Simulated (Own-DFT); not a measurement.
# Response to strain: wurtzite GaN, 72 atoms (Ga36N36)

All numbers below are calculated, not measured. The program, named Own-DFT, is a retired in-house plane-wave density functional code that no person has reviewed. Each row is one single-point run on a periodic cell that was not relaxed, without spin or spin-orbit coupling.

Settings of every run: PBE; PseudoDojo norm-conserving scalar-relativistic files (stringent for Ga); cutoff 96 hartree; 4 x 4 x 3 k mesh centred on Gamma; Gaussian smearing of 0.01 eV.

Known limits: forces not confirmed at this smearing and k mesh; stress not checked against mesh or cutoff.

Unstrained cell vectors in Å: (9.567, 0.000, 0.000); (-4.784, 8.285, 0.000); (0.000, 0.000, 10.370). The unstrained cell has measured lattice constants (interpolated for alloys), not those of this functional. That, the random moves and any unrelaxed bonds set the pressure at no strain. Each run strains this cell uniformly, with the atoms carried along. Every atom was also moved at random, by a Gaussian of width 0.05 Å on each axis. Strain is the symmetric tensor, in per cent. Stress is positive in tension, and the pressure is minus a third of its trace.

| run | e_xx (%) | e_yy (%) | e_zz (%) | s_xx (GPa) | s_yy (GPa) | s_zz (GPa) | P (GPa) | E (meV/atom) |
|---|---|---|---|---|---|---|---|---|
| 1 | 0.00 | 0.00 | -1.25 | -8.00 | -6.81 | -15.72 | 10.18 | 32.5 |
| 2 | 0.00 | 0.00 | 0.75 | -5.57 | -8.26 | -2.39 | 5.40 | 2.6 |
| 3 | 0.00 | 0.00 | -0.50 | -9.22 | -6.58 | -9.57 | 8.46 | 23.6 |
| 4 | 0.00 | 0.00 | -0.25 | -8.00 | -7.69 | -7.25 | 7.65 | 12.1 |
| 5 | 0.00 | 0.00 | 2.75 | -4.46 | -5.86 | 3.90 | 2.14 | 4.7 |
| 6 | 0.00 | 0.00 | 0.75 | -5.99 | -5.49 | -5.28 | 5.58 | 12.9 |
| 7 | 0.00 | 0.00 | 2.75 | -3.88 | -5.99 | 4.04 | 1.94 | 0.0 |
| 8 | 0.00 | 0.00 | -1.25 | -9.79 | -6.87 | -12.84 | 9.83 | 21.2 |
| 9 | 0.00 | 0.00 | -0.50 | -7.50 | -6.32 | -9.54 | 7.79 | 2.1 |
| 10 | 0.00 | 0.00 | -0.25 | -6.10 | -7.93 | -9.01 | 7.68 | 16.2 |
| 11 | 0.00 | 0.00 | 1.75 | ? | ? | ? | ? | ? |

E is the free energy for each atom above the lowest run shown.

## Worked fit

The change of volume is close to e_xx + e_yy + e_zz. A straight line through the runs shown gives P = 7.25 - 196 x (fractional change of volume) GPa, with an error of 7 on the slope and a scatter of 0.31 GPa. The strain isn't the same on all axes and the cell isn't cubic, so the slope belongs to this path and is not the bulk modulus.

## Withheld run

Question: what pressure should run 11 give? Its volume changes by 1.75 %.

The line gives 3.8 GPa. The calculation gave 3.35 GPa.
